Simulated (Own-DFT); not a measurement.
# One host, several defects: zincblende InP

Source: density functional calculations with Own-DFT, an unreviewed in-house program that is no longer used. Nothing was measured or relaxed, and spin and spin-orbit coupling are left out.

Method: PBE; PseudoDojo norm-conserving scalar-relativistic files; cutoff 36 hartree; 2 x 3 x 3 k mesh centred on Gamma; Fermi-Dirac smearing of 0.1 eV.

Known weak points (not all hold for every row): not probed for a lower state with spin; forces on such cells failed a check on a denser k mesh; forces not confirmed at this smearing and k mesh; stress not checked against mesh or cutoff.

All runs share one cell, with vectors in Å (17.606, 0.000, 0.000); (0.000, 11.737, 0.000); (0.000, 0.000, 11.737) and a volume of 2425.5 Å³. Atoms were moved at random from their sites; u is the rms move along one axis. The defect's site can differ from row to row.

| cell | formula | u (Å) | P (GPa) |
|---|---|---|---|
| no defect | In48P48 | 0.0185 | 3.19 |
| no defect | In48P48 | 0.0194 | 3.19 |
| no defect | In48P48 | 0.0476 | 3.54 |
| one In on a P site and one P on an In site | In48P48 | 0.0303 | 3.56 |
| one In on a P site and one P on an In site | In48P48 | 0.0327 | ? |
| one In on a P site and one P on an In site | In48P48 | 0.0469 | 3.71 |
| one In on a P site and one P on an In site | In48P48 | 0.0496 | 3.85 |
| two P vacancies | In48P46 | 0.0488 | 3.43 |
| two P vacancies | In48P46 | 0.0490 | 3.33 |
| two P vacancies | In48P46 | 0.0495 | 3.43 |
| two P on an In site each | In46P50 | 0.0310 | 3.00 |
| two P on an In site each | In46P50 | 0.0502 | 3.27 |
| two P on an In site each | In46P50 | 0.0527 | 3.40 |

## Fit

P = P0 + c u² + a shift for each defect gives P0 = 3.12 GPa, c = 186 ± 19 GPa/Å² and a scatter of 0.04 GPa. The shifts, and each times the cell's volume:

- one In on a P site and one P on an In site: 0.24 ± 0.04 GPa, 3.6 eV
- two P vacancies: -0.17 ± 0.05 GPa, -2.6 eV (-1.3 eV for each of its 2 sites)
- two P on an In site each: -0.29 ± 0.04 GPa, -4.4 eV (-2.2 eV for each of its 2 sites)

Positive is outwards. The product with the volume (160.2 GPa Å³ to the eV) is nearly free of the cell's size; divided by the bulk modulus at the cell's pressure it gives the volume that the defect adds. The atoms around the defects weren't relaxed, which would change these numbers.

## Check

Question: what pressure belongs in the blank (one In on a P site and one P on an In site, u = 0.0327 Å)?

The fitted form gives 3.56 ± 0.05 GPa. DFT gave 3.58 GPa.
